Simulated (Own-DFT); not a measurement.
## Calculated data, Si3N4 (beta silicon nitride, strained, atoms displaced)

Computed with Own-DFT development build. A calculation, not a measurement: plane-wave PBE density functional theory by an unreviewed code, no spin, of a simulated periodic cell, stress positive in tension, free energy of the whole cell less one offset for each atom, forces on such cells moved up to 12 meV/angstrom on a denser k mesh; offsets are fitted by least squares, one for each functional and potential file, so energies compare only between cells with the same atoms and settings and are not formation energies; the far tail of each file's local potential was reset to the Coulomb form; each entry is a single point on an unrelaxed cell, so the pressure reflects the starting lattice, mostly measured values (interpolated for alloys), from which strain is counted, and rises with the displacements; printed positions are rounded, which can move forces by about a meV/angstrom; the program, named Own-DFT, is a retired in-house code; no spin-orbit coupling; before rounding, a Quantum ESPRESSO 7.3.1 run of the same cell and cutoff gave forces within 1 meV/angstrom rms on each cell, which checks the program and not the settings.

Settings shared by all entries: functional PBE; potential files PseudoDojo norm-conserving, scalar-relativistic, standard set; wave cutoff 42 hartree; occupations Fermi-Dirac; smearing width 0.1 eV; k mesh 2 x 2 x 4 centred on Gamma.

(1) Si3N4 (beta silicon nitride, strained, atoms displaced)

```cif
# cell vector a (Å): 15.1929 0.1980 0.2429
# cell vector b (Å): -7.4249 13.0610 0.0935
# cell vector c (Å): 0.0929 0.0949 5.9238
data_Si3N4
_symmetry_space_group_name_H-M 'P 1'
_symmetry_Int_Tables_number 1
_cell_length_a 15.1961
_cell_length_b 15.0242
_cell_length_c 5.9253
_cell_angle_alpha 89.290
_cell_angle_beta 88.174
_cell_angle_gamma 118.859
_cell_volume 1183.60
loop_
_atom_site_label
_atom_site_type_symbol
_atom_site_fract_x
_atom_site_fract_y
_atom_site_fract_z
_atom_site_occupancy
Si1 Si 0.09176 0.38799 0.12793 1
Si2 Si 0.11874 0.20301 0.11923 1
Si3 Si 0.29540 0.41711 0.12218 1
Si4 Si 0.41661 0.11585 0.38667 1
Si5 Si 0.38304 0.29616 0.37124 1
Si6 Si 0.20511 0.08678 0.37511 1
N1 N 0.16435 0.01522 0.12947 1
N2 N 0.48491 0.14773 0.12826 1
N3 N 0.35245 0.33431 0.12403 1
N4 N 0.33556 0.48823 0.37661 1
N5 N 0.01496 0.35151 0.36816 1
N6 N 0.15433 0.16933 0.38401 1
N7 N 0.16704 0.33878 0.12300 1
N8 N 0.33352 0.16488 0.39201 1
Si7 Si 0.08410 0.37988 0.63234 1
Si8 Si 0.11380 0.19942 0.62761 1
Si9 Si 0.30430 0.41296 0.63244 1
Si10 Si 0.42351 0.12099 0.87078 1
Si11 Si 0.38555 0.30189 0.89148 1
Si12 Si 0.19867 0.08469 0.86710 1
N9 N 0.15621 0.01253 0.62477 1
N10 N 0.48118 0.15271 0.63384 1
N11 N 0.34595 0.33460 0.62335 1
N12 N 0.32521 0.47907 0.88297 1
N13 N 0.01739 0.34763 0.88308 1
N14 N 0.15118 0.16277 0.88382 1
N15 N 0.16554 0.33245 0.62774 1
N16 N 0.33599 0.16706 0.86755 1
Si13 Si 0.08200 0.88106 0.12830 1
Si14 Si 0.11561 0.69704 0.11389 1
Si15 Si 0.30263 0.91270 0.11894 1
Si16 Si 0.41236 0.61774 0.37487 1
Si17 Si 0.38147 0.79863 0.38060 1
Si18 Si 0.20336 0.58818 0.39762 1
N17 N 0.16443 0.51564 0.10781 1
N18 N 0.48627 0.65141 0.11943 1
N19 N 0.35266 0.84050 0.12272 1
N20 N 0.33621 0.99492 0.37370 1
N21 N 0.01602 0.84958 0.38301 1
N22 N 0.14590 0.66474 0.37064 1
N23 N 0.16279 0.83101 0.11375 1
N24 N 0.33947 0.66514 0.37595 1
Si19 Si 0.09144 0.88702 0.61166 1
Si20 Si 0.11476 0.70657 0.62518 1
Si21 Si 0.29479 0.91522 0.62362 1
Si22 Si 0.41358 0.61844 0.87628 1
Si23 Si 0.38223 0.80255 0.86766 1
Si24 Si 0.20564 0.58484 0.87079 1
N25 N 0.16611 0.50929 0.61895 1
N26 N 0.48252 0.65147 0.61388 1
N27 N 0.34787 0.82895 0.62887 1
N28 N 0.33213 0.97272 0.88249 1
N29 N 0.01501 0.85138 0.86001 1
N30 N 0.14290 0.66533 0.86456 1
N31 N 0.16966 0.83557 0.61926 1
N32 N 0.33273 0.66047 0.87422 1
Si25 Si 0.59342 0.38721 0.11732 1
Si26 Si 0.61475 0.20042 0.14353 1
Si27 Si 0.79944 0.41831 0.11773 1
Si28 Si 0.90849 0.11420 0.38485 1
Si29 Si 0.88790 0.29840 0.37666 1
Si30 Si 0.69796 0.08373 0.36584 1
N33 N 0.66255 0.01338 0.12337 1
N34 N 0.98103 0.14523 0.13291 1
N35 N 0.85151 0.33509 0.11927 1
N36 N 0.83643 0.48341 0.36631 1
N37 N 0.51503 0.35113 0.39042 1
N38 N 0.65127 0.16846 0.36913 1
N39 N 0.66883 0.34117 0.13539 1
N40 N 0.83582 0.16945 0.36877 1
Si31 Si 0.58142 0.37890 0.62555 1
Si32 Si 0.61652 0.20013 0.64154 1
Si33 Si 0.79145 0.40644 0.62701 1
Si34 Si 0.91398 0.11957 0.88923 1
Si35 Si 0.88458 0.30299 0.86691 1
Si36 Si 0.69941 0.08288 0.86834 1
N41 N 0.65855 0.00950 0.63177 1
N42 N 0.98775 0.15382 0.63130 1
N43 N 0.85013 0.33255 0.61608 1
N44 N 0.83770 0.49140 0.88313 1
N45 N 0.51945 0.35628 0.86777 1
N46 N 0.65142 0.16685 0.89810 1
N47 N 0.67099 0.33990 0.62378 1
N48 N 0.83461 0.16489 0.87057 1
Si37 Si 0.58781 0.88443 0.13460 1
Si38 Si 0.61823 0.69953 0.12237 1
Si39 Si 0.79281 0.90896 0.11357 1
Si40 Si 0.91484 0.61422 0.39045 1
Si41 Si 0.88388 0.79298 0.37317 1
Si42 Si 0.70136 0.58412 0.37127 1
N49 N 0.67153 0.52452 0.11841 1
N50 N 0.98888 0.64593 0.12344 1
N51 N 0.85199 0.83195 0.11669 1
N52 N 0.84026 0.98409 0.37584 1
N53 N 0.51433 0.84688 0.37839 1
N54 N 0.66633 0.67238 0.36289 1
N55 N 0.66798 0.83806 0.13066 1
N56 N 0.83439 0.66705 0.37619 1
Si43 Si 0.58456 0.87291 0.61518 1
Si44 Si 0.61913 0.70019 0.61240 1
Si45 Si 0.79442 0.91673 0.61299 1
Si46 Si 0.91503 0.61528 0.87331 1
Si47 Si 0.88078 0.79675 0.87718 1
Si48 Si 0.70421 0.58290 0.87038 1
N57 N 0.66484 0.51678 0.61037 1
N58 N 0.98173 0.65060 0.62786 1
N59 N 0.85298 0.82973 0.61554 1
N60 N 0.83447 0.98312 0.87969 1
N61 N 0.51398 0.84870 0.87169 1
N62 N 0.65450 0.66246 0.85840 1
N63 N 0.66857 0.83584 0.63504 1
N64 N 0.83617 0.66334 0.89770 1
```

Results for Si3N4 (beta silicon nitride, strained, atoms displaced): free energy of cell above offsets -6.574 eV; pressure 4.4 GPa; stress xx -7.96 GPa; stress yy -4.44 GPa; stress zz -0.79 GPa; stress yz 6.29 GPa; stress xz 5.25 GPa; stress xy 5.83 GPa.

Force:
| element | x (eV/Å) | y (eV/Å) | z (eV/Å) |
| --- | --- | --- | --- |
| Si | -2.705 | -0.249 | -0.97 |
| Si | -2.046 | 0.433 | 2.718 |
| Si | 0.369 | -1.641 | 3.814 |
| Si | -1.823 | 2.081 | -1.228 |
| Si | 0.437 | -0.281 | 1.9 |
| Si | -0.555 | -0.166 | -0.654 |
| N | 0.021 | -0.005 | -0.358 |
| N | 0.848 | 0.596 | -0.079 |
| N | -2.258 | 1.659 | 2.511 |
| N | 0.469 | -1.415 | -0.337 |
| N | 0.679 | 0.532 | 2.046 |
| N | 0.209 | -0.367 | -2.065 |
| N | 2.853 | -2.805 | 0.255 |
| N | 0.255 | 0.954 | -0.743 |
| Si | 0.609 | -0.342 | -1.55 |
| Si | 0.242 | 1.863 | 0.41 |
| Si | -6.041 | 1.589 | -1.054 |
| Si | -5.226 | -3.273 | 5.316 |
| Si | 1.653 | -2.508 | -4.787 |
| Si | 3.021 | -0.861 | 1.417 |
| N | 1.186 | 2.668 | -0.102 |
| N | 5.284 | 1.628 | -3.921 |
| N | 4.512 | -2.335 | 1.092 |
| N | 1.587 | 3.684 | -3.065 |
| N | -1.887 | -0.112 | -0.054 |
| N | -1.711 | 1.301 | -1.885 |
| N | 1.733 | -0.131 | 0.027 |
| N | -0.224 | -0.051 | 0.717 |
| Si | 0.523 | 0.506 | -2.208 |
| Si | -2.012 | 2.157 | 1.598 |
| Si | -6.285 | -0.093 | 3.827 |
| Si | 3.884 | -1.808 | -0.61 |
| Si | 2.079 | -1.535 | -1.602 |
| Si | 0.425 | 0.453 | -4.494 |
| N | -0.028 | 0.915 | 3.566 |
| N | 0.924 | -0.113 | -0.066 |
| N | 3.607 | -2.922 | 1.745 |
| N | 0.698 | -5.158 | 0.376 |
| N | -0.507 | -0.366 | -1.121 |
| N | 1.782 | -0.403 | 1.187 |
| N | 2.463 | 0.375 | 0.665 |
| N | -6.782 | 2.558 | 0.014 |
| Si | -2.336 | -1.995 | 1.658 |
| Si | -0.705 | -1.028 | -1.41 |
| Si | 0.817 | -0.018 | 0.26 |
| Si | 2.184 | -1.707 | -0.2 |
| Si | 3.64 | -2.272 | 2.489 |
| Si | -1.573 | 0.304 | -1.432 |
| N | -0.436 | 1.159 | 2.182 |
| N | 2.455 | 0.414 | 0.93 |
| N | -2.703 | 1.911 | -1.92 |
| N | 0.461 | 5.574 | -4.676 |
| N | 0.081 | -0.055 | 2.086 |
| N | 4.038 | -1.745 | -1.022 |
| N | -0.054 | 0.15 | -0.489 |
| N | -2.921 | 3.469 | 0.003 |
| Si | -3.972 | 1.951 | 1.172 |
| Si | -1.977 | 2.997 | -2.669 |
| Si | 0.931 | -0.959 | 2.133 |
| Si | 2.624 | 0.608 | 0.119 |
| Si | -0.302 | 0.116 | -2.608 |
| Si | 2.207 | 0.577 | 1.446 |
| N | -0.238 | 0.705 | 0.527 |
| N | 1.816 | 1.11 | -0.318 |
| N | -1.033 | 0.479 | 0.702 |
| N | -0.094 | -0.269 | 2.044 |
| N | -0.435 | -0.424 | -3.118 |
| N | 0.647 | -0.98 | 4.238 |
| N | 3.002 | -3.336 | -0.398 |
| N | -2.561 | -1.802 | 0.33 |
| Si | 1.624 | 3.238 | -1.889 |
| Si | -0.389 | 1.609 | -0.928 |
| Si | 2.527 | 4.685 | -0.711 |
| Si | 1.768 | -1.589 | -0.866 |
| Si | 2.479 | -2.031 | 1.538 |
| Si | 2.142 | 0.843 | 0.461 |
| N | -0.129 | 1.072 | -1.996 |
| N | -1.641 | -1.406 | -0.313 |
| N | -1.085 | 0.609 | 1.49 |
| N | -0.227 | -3.926 | -3.121 |
| N | -1.494 | -0.992 | 3.694 |
| N | -0.305 | -0.229 | -2.739 |
| N | -2.155 | -4.823 | 0.584 |
| N | -3.478 | 1.025 | -0.197 |
| Si | -1.771 | -0.829 | -2.56 |
| Si | -0.324 | 0.936 | -1.374 |
| Si | 2.63 | 1.077 | 1.997 |
| Si | -0.724 | 0.124 | -3.179 |
| Si | 0.437 | 1.067 | -0.354 |
| Si | 3.645 | 1.249 | -1.076 |
| N | -0.868 | -4.498 | 1.71 |
| N | -1.775 | -0.789 | 0.384 |
| N | -2.164 | 1.317 | 2.638 |
| N | -1.095 | 0.009 | -2.146 |
| N | -0.961 | 0.034 | -0.1 |
| N | -4.245 | 1.324 | 0.064 |
| N | 0.523 | -3.264 | -0.001 |
| N | 0.656 | -2.429 | 0.214 |
| Si | -2.924 | 2.16 | 2.021 |
| Si | -0.529 | 0.548 | 0.653 |
| Si | 3.2 | -1.54 | 3.291 |
| Si | 0.436 | 1.982 | 2.821 |
| Si | 3.124 | -1.203 | -2.883 |
| Si | 2.023 | 2.12 | -2.599 |
| N | -0.067 | -2.279 | 2.67 |
| N | 2.293 | 0.756 | -0.908 |
| N | -3.439 | 1.821 | 1.645 |
| N | -0.279 | 1.024 | -2.324 |
| N | -0.289 | -0.085 | 1.07 |
| N | -2.35 | 1.308 | 0.95 |
| N | 1.658 | -2.813 | -0.774 |
| N | -2.285 | 0.846 | -1.165 |

(2) Si3N4 (beta silicon nitride, strained, atoms displaced)

```cif
# cell vector a (Å): 15.4986 -0.2348 -0.1979
# cell vector b (Å): -7.9527 13.1794 0.0868
# cell vector c (Å): -0.0757 -0.0054 5.8373
data_Si3N4
_symmetry_space_group_name_H-M 'P 1'
_symmetry_Int_Tables_number 1
_cell_length_a 15.5016
_cell_length_b 15.3932
_cell_length_c 5.8378
_cell_angle_alpha 89.338
_cell_angle_beta 91.474
_cell_angle_gamma 121.977
_cell_volume 1181.24
loop_
_atom_site_label
_atom_site_type_symbol
_atom_site_fract_x
_atom_site_fract_y
_atom_site_fract_z
_atom_site_occupancy
Si1 Si 0.08751 0.37752 0.13086 1
Si2 Si 0.12049 0.20794 0.12514 1
Si3 Si 0.29630 0.41205 0.11441 1
Si4 Si 0.40751 0.11295 0.37539 1
Si5 Si 0.38941 0.30011 0.37170 1
Si6 Si 0.19653 0.08542 0.38096 1
N1 N 0.16364 0.01695 0.11548 1
N2 N 0.48294 0.14709 0.11192 1
N3 N 0.34655 0.33473 0.13608 1
N4 N 0.33616 0.48205 0.37700 1
N5 N 0.01202 0.34512 0.37917 1
N6 N 0.14998 0.16757 0.36975 1
N7 N 0.16530 0.33539 0.12862 1
N8 N 0.33692 0.16997 0.37782 1
Si7 Si 0.09286 0.38757 0.61067 1
Si8 Si 0.11253 0.20415 0.61858 1
Si9 Si 0.29843 0.41658 0.62328 1
Si10 Si 0.41259 0.11735 0.88372 1
Si11 Si 0.38370 0.30065 0.86746 1
Si12 Si 0.20253 0.08626 0.87984 1
N9 N 0.16868 0.02216 0.63198 1
N10 N 0.48146 0.14813 0.62262 1
N11 N 0.34604 0.33270 0.62287 1
N12 N 0.33196 0.47882 0.87791 1
N13 N 0.01000 0.34478 0.88576 1
N14 N 0.14809 0.16846 0.86624 1
N15 N 0.17129 0.33413 0.62358 1
N16 N 0.32939 0.16300 0.86524 1
Si13 Si 0.09291 0.88415 0.14167 1
Si14 Si 0.11092 0.70660 0.11996 1
Si15 Si 0.29878 0.91050 0.12764 1
Si16 Si 0.41442 0.61768 0.37867 1
Si17 Si 0.38258 0.79645 0.38324 1
Si18 Si 0.20244 0.58948 0.38196 1
N17 N 0.16719 0.52087 0.13549 1
N18 N 0.48885 0.65303 0.12714 1
N19 N 0.34452 0.82973 0.12348 1
N20 N 0.33598 0.98492 0.37147 1
N21 N 0.02453 0.85208 0.38429 1
N22 N 0.14990 0.66167 0.38123 1
N23 N 0.15998 0.82939 0.12671 1
N24 N 0.33649 0.66457 0.38931 1
Si19 Si 0.09150 0.88243 0.63170 1
Si20 Si 0.10562 0.69996 0.63247 1
Si21 Si 0.30008 0.91346 0.63502 1
Si22 Si 0.40952 0.61009 0.86144 1
Si23 Si 0.38581 0.79469 0.86022 1
Si24 Si 0.20797 0.59528 0.87604 1
N25 N 0.17128 0.51761 0.62124 1
N26 N 0.48455 0.64829 0.61902 1
N27 N 0.34660 0.83336 0.62896 1
N28 N 0.34082 0.99107 0.87837 1
N29 N 0.01222 0.84573 0.86794 1
N30 N 0.15283 0.66862 0.87681 1
N31 N 0.16742 0.83459 0.62172 1
N32 N 0.33627 0.66555 0.87878 1
Si25 Si 0.58769 0.38315 0.12243 1
Si26 Si 0.62023 0.20639 0.12275 1
Si27 Si 0.80002 0.41331 0.11647 1
Si28 Si 0.91279 0.11540 0.38520 1
Si29 Si 0.88085 0.30139 0.38334 1
Si30 Si 0.69704 0.08637 0.37395 1
N33 N 0.66197 0.01435 0.12210 1
N34 N 0.98517 0.15103 0.11715 1
N35 N 0.85385 0.33845 0.13345 1
N36 N 0.83614 0.48306 0.37117 1
N37 N 0.51539 0.34999 0.37093 1
N38 N 0.64516 0.17069 0.39074 1
N39 N 0.66594 0.33822 0.11629 1
N40 N 0.83594 0.16848 0.36731 1
Si31 Si 0.58111 0.38052 0.63265 1
Si32 Si 0.61401 0.20233 0.62643 1
Si33 Si 0.80085 0.40919 0.63200 1
Si34 Si 0.91533 0.11331 0.86890 1
Si35 Si 0.88588 0.29485 0.86683 1
Si36 Si 0.70332 0.08925 0.88259 1
N41 N 0.66129 0.01916 0.62000 1
N42 N 0.98295 0.15402 0.62866 1
N43 N 0.84728 0.33466 0.63446 1
N44 N 0.83249 0.47897 0.87992 1
N45 N 0.51790 0.34985 0.89302 1
N46 N 0.65448 0.17353 0.90020 1
N47 N 0.66900 0.33574 0.62549 1
N48 N 0.83109 0.16800 0.86833 1
Si37 Si 0.58822 0.88586 0.12138 1
Si38 Si 0.61911 0.70248 0.11193 1
Si39 Si 0.79608 0.90915 0.12693 1
Si40 Si 0.90956 0.61017 0.37405 1
Si41 Si 0.88688 0.79977 0.39777 1
Si42 Si 0.70031 0.58056 0.36555 1
N49 N 0.66579 0.51361 0.12375 1
N50 N 0.97807 0.64913 0.11785 1
N51 N 0.84958 0.83016 0.12379 1
N52 N 0.83355 0.97466 0.36756 1
N53 N 0.51080 0.85060 0.35754 1
N54 N 0.65540 0.66165 0.37356 1
N55 N 0.66730 0.83943 0.11980 1
N56 N 0.83205 0.66849 0.37708 1
Si43 Si 0.58898 0.88636 0.63823 1
Si44 Si 0.62029 0.70219 0.63230 1
Si45 Si 0.79543 0.91116 0.63023 1
Si46 Si 0.90607 0.61384 0.87563 1
Si47 Si 0.88023 0.79605 0.87191 1
Si48 Si 0.69771 0.58406 0.87489 1
N57 N 0.67049 0.52013 0.61891 1
N58 N 0.98384 0.65213 0.61645 1
N59 N 0.85283 0.83592 0.63446 1
N60 N 0.83663 0.98250 0.87050 1
N61 N 0.51474 0.85221 0.88128 1
N62 N 0.64940 0.66830 0.88413 1
N63 N 0.65750 0.83018 0.61283 1
N64 N 0.83175 0.66426 0.87005 1
```

It finds free energy of cell above offsets -9.721 eV; pressure 4.6 GPa; stress xx 0.59 GPa; stress yy -7.7 GPa; stress zz -6.69 GPa; stress yz -0.77 GPa; stress xz -4.22 GPa; stress xy -3.75 GPa.

Force:
| element | x (eV/Å) | y (eV/Å) | z (eV/Å) |
| --- | --- | --- | --- |
| Si | -3.406 | 2.733 | -0.336 |
| Si | -0.968 | -1.796 | -1.839 |
| Si | 0.328 | -0.768 | 3.935 |
| Si | 0.928 | 2.227 | -1.15 |
| Si | -2.179 | -1.032 | 0.948 |
| Si | 1.546 | 2.06 | -1.194 |
| N | 0.005 | -1.254 | 3.215 |
| N | 1.818 | 1.507 | 4.354 |
| N | 0.706 | 0.002 | -2.6 |
| N | -0.121 | 1.527 | -1.538 |
| N | 0.569 | 0.608 | -0.365 |
| N | -0.114 | -0.678 | 1.189 |
| N | 1.894 | -0.294 | -0.233 |
| N | -1.461 | -1.338 | -0.393 |
| Si | -0.453 | -1.33 | 2.804 |
| Si | 1.691 | -0.225 | 0.313 |
| Si | 1.442 | -2.081 | -0.882 |
| Si | -1.523 | 1.599 | -3.486 |
| Si | 0.135 | -1.997 | 2.064 |
| Si | -1.648 | 2.595 | -1.085 |
| N | -0.347 | -3.359 | -0.98 |
| N | 0.61 | 0.544 | 1.097 |
| N | 0.727 | 1.025 | -0.628 |
| N | 0.193 | 2.389 | -1.633 |
| N | 3.286 | 1.828 | -1.914 |
| N | 1.111 | -0.862 | 1.373 |
| N | -2.764 | 0.278 | -0.2 |
| N | 1.347 | 2.751 | 0.812 |
| Si | -3.335 | 0.15 | -2.82 |
| Si | 2.395 | -4.479 | 1.203 |
| Si | -0.266 | 0.011 | -0.825 |
| Si | -0.021 | -0.711 | -2.571 |
| Si | -0.016 | -0.519 | -1.929 |
| Si | 0.846 | 0.437 | -1.073 |
| N | 0.253 | -2.144 | -2.044 |
| N | -0.981 | -1.091 | -1.098 |
| N | 0.636 | -0.08 | -0.571 |
| N | -0.258 | -2.091 | 1.007 |
| N | -2.93 | -0.844 | -0.548 |
| N | -3.244 | 1.905 | -0.044 |
| N | 2.66 | 3.094 | -0.154 |
| N | -1.457 | 1.092 | -0.127 |
| Si | -1.199 | 1.438 | 1.602 |
| Si | 5.048 | 0.873 | -1.468 |
| Si | -0.725 | 0.534 | -0.965 |
| Si | 0.972 | 1.988 | 2.204 |
| Si | -1.092 | 0.495 | 3.29 |
| Si | -1.258 | -2.587 | 1.065 |
| N | -0.43 | -0.205 | 2.199 |
| N | 1.449 | 0.166 | 2.202 |
| N | 0.698 | 0.146 | -0.906 |
| N | -0.562 | -4.476 | 0.163 |
| N | 1.139 | 0.66 | 1.408 |
| N | -1.464 | 0.184 | 0.08 |
| N | 1.152 | -0.368 | 0.61 |
| N | 0.597 | 0.374 | -0.382 |
| Si | 1.597 | 0.118 | 3.182 |
| Si | -4.008 | 1.126 | 3.174 |
| Si | -0.506 | -1.977 | 2.815 |
| Si | -1.279 | -0.38 | -3.661 |
| Si | 2.207 | -1.524 | -0.683 |
| Si | 0.65 | 2.315 | -0.493 |
| N | 0.066 | 1.526 | 0.643 |
| N | 0.344 | -0.095 | 2.141 |
| N | -0.762 | -0.01 | -1.854 |
| N | 0.117 | -1.339 | 1.056 |
| N | 0.937 | 0.755 | 0.619 |
| N | 3.61 | -2.274 | -3.063 |
| N | 1.74 | -1.132 | 0.494 |
| N | -1.817 | -0.982 | 0.566 |
| Si | 3.082 | 0.969 | -0.593 |
| Si | -1.964 | 1.32 | 2.892 |
| Si | -3.262 | 1.424 | -1.429 |
| Si | -2.496 | 1.117 | 1.689 |
| Si | -1.321 | 0.737 | 2.9 |
| Si | -1.141 | 0.97 | -0.94 |
| N | 0.162 | -0.968 | 1.99 |
| N | 1.179 | -0.02 | -0.716 |
| N | 1.78 | -0.761 | -1.091 |
| N | 0.432 | 3.072 | -2.458 |
| N | -3.321 | -1.012 | -4.445 |
| N | 2.51 | -2.284 | -4.722 |
| N | -1.394 | -0.563 | 0.033 |
| N | 1.883 | -2.1 | -0.023 |
| Si | -0.548 | -1.607 | 1.782 |
| Si | -2.666 | 1.611 | 5.477 |
| Si | 1.333 | -0.86 | -1.905 |
| Si | -1.786 | 2.568 | -1.01 |
| Si | 1.365 | -0.974 | -3.526 |
| Si | 0.728 | 3.33 | 1.308 |
| N | -0.417 | -0.238 | -1.336 |
| N | 1.454 | 0.41 | 1.171 |
| N | -1.075 | 1.158 | 1.093 |
| N | 0.078 | 3.709 | 2.942 |
| N | 1.619 | 0.909 | 2.626 |
| N | -2.617 | 1.516 | 0.246 |
| N | 0.741 | -2.266 | -0.375 |
| N | 1.871 | -1.09 | -0.05 |
| Si | -2.02 | -0.675 | -2.655 |
| Si | -1.824 | -0.563 | -3.369 |
| Si | -0.152 | -1.272 | -1.776 |
| Si | 0.382 | 0.066 | -1.448 |
| Si | 3.17 | -0.86 | 2.786 |
| Si | 1.314 | 1.389 | -0.425 |
| N | -1.231 | -3.358 | 1.744 |
| N | -2.488 | -1.583 | 1.928 |
| N | -2.708 | 1.312 | -1.376 |
| N | -0.312 | 0.194 | 0.765 |
| N | 0.369 | 0.059 | -2.042 |
| N | 3.133 | -2.111 | -2.713 |
| N | 3.073 | 0.624 | 0.747 |
| N | -1.768 | -0.037 | 0.211 |
